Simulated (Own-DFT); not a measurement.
# Point defects and the pressure they add: C40 NbSi2

No measurement is shown. These are fixed-geometry runs of a retired plane-wave code named Own-DFT, which no person has reviewed; spin and spin-orbit coupling are neglected.

Settings: PBEsol; PseudoDojo norm-conserving scalar-relativistic files, made for PBE; cutoff 42 hartree; 4 x 4 x 5 k mesh centred on Gamma; cold (Marzari-Vanderbilt) smearing of 0.2 eV.

Keep in mind: forces on such cells failed a check on a denser k mesh; stress not checked against mesh or cutoff.

All runs share one cell, with vectors in Å (0.000, 8.324, 0.000); (-9.613, 0.000, 0.000); (0.000, 0.000, 6.586) and a volume of 527.0 Å³. Atoms were moved at random from their sites; u is the rms move along one axis. The defect's site can differ from row to row.

```
cell,formula,u (Å),P (GPa)
no defect,Nb12Si24,0.0199,-2.18
no defect,Nb12Si24,0.0512,-1.11
no defect,Nb12Si24,0.0527,-0.81
one Si vacancy,Nb12Si23,0.0324,-2.45
one Si vacancy,Nb12Si23,0.0437,-2.00
one Si vacancy,Nb12Si23,0.0511,-1.29
two Nb vacancies,Nb10Si24,0.0290,-3.33
two Nb vacancies,Nb10Si24,0.0297,-3.42
two Nb vacancies,Nb10Si24,0.0536,?
two Nb vacancies,Nb10Si24,0.0559,-1.71
two Nb on a Si site each,Nb14Si22,0.0274,3.51
two Nb on a Si site each,Nb14Si22,0.0276,3.56
two Nb on a Si site each,Nb14Si22,0.0539,4.83
two Si on a Nb site each,Nb10Si26,0.0333,-1.68
two Si on a Nb site each,Nb10Si26,0.0465,-1.06
two Si on a Nb site each,Nb10Si26,0.0535,-0.79
```

## Working it out

P = P0 + c u² + a shift for each defect gives P0 = -2.56 GPa, c = 620 ± 38 GPa/Å² and a scatter of 0.14 GPa. The shifts, and each times the cell's volume:

- two Nb on a Si site each: 5.61 ± 0.11 GPa, 18.5 eV (9.2 eV for each of its 2 sites)
- two Si on a Nb site each: 0.12 ± 0.11 GPa, 0.4 eV (0.2 eV for each of its 2 sites) (not resolved)
- one Si vacancy: -0.51 ± 0.11 GPa, -1.7 eV
- two Nb vacancies: -1.26 ± 0.11 GPa, -4.1 eV (-2.1 eV for each of its 2 sites)

Positive is outwards. The product with the volume (160.2 GPa Å³ to the eV) is nearly free of the cell's size; divided by the bulk modulus at the cell's pressure it gives the volume that the defect adds. The atoms around the defects weren't relaxed, which would change these numbers.

## The run left out

Question: what pressure belongs in the blank (two Nb vacancies, u = 0.0536 Å)?

The fit gives -2.04 ± 0.16 GPa. DFT gave -2.45 GPa.
